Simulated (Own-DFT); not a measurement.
# Which arrangement is lower? C34N2Si36, 72 atoms

These are calculations, not measurements. The program, named Own-DFT, is a retired in-house plane-wave density functional code that no person has reviewed. Each row is one single-point run on a periodic cell that was not relaxed, without spin or spin-orbit coupling.

Settings of every run: PBE; PseudoDojo norm-conserving scalar-relativistic files; cutoff 42 hartree; 4 x 4 x 3 k mesh centred on Gamma; Fermi-Dirac smearing of 0.1 eV.

Known limits: not probed for a lower state with spin; forces on such cells passed a denser k mesh, each cell not checked; stress not checked against mesh or cutoff.

All cells hold the same atoms in the same cell, with vectors in Å (9.248, 0.000, 0.000); (-4.624, 8.009, 0.000); (0.000, 0.000, 10.068). Every atom was moved at random from its ideal site; u is the rms move along one axis. The defect's site can differ from row to row. E is the free energy of the cell above the lowest run. The arrangements:

- A: 4H SiC, with two N on a C site each, 3.1 Å apart
- B: 2H SiC, with two N on a C site each, 3.1 Å apart

```
arrangement,u (Å),E (eV),P (GPa)
A,0.0293,0.000,2.60
A,0.0304,0.235,2.70
A,0.0308,0.240,2.74
A,0.0473,4.408,4.17
A,0.0486,4.729,4.50
A,0.0489,4.039,4.14
B,0.0294,0.780,2.73
B,0.0316,0.993,2.94
B,0.0322,1.404,3.07
B,0.0454,4.157,4.07
B,0.0489,4.509,4.06
B,0.0506,5.113,4.23
```

Question: once the cost of the random moves is taken out, how do the arrangements rank?

## Worked answer

Fit E = a + b u², with one b for all and one a for each arrangement, and with residuals divided by u², since the noise grows with the moves. Then b = 2793 eV/Å², the scatter at u = 0.04 Å is 0.25 eV, and against A:

- B: 0.67 ± 0.11 eV (higher)

These are energies of unrelaxed cells. Relaxing the atoms lowers the strained arrangements most, so the gaps would shrink and small ones could change sign.
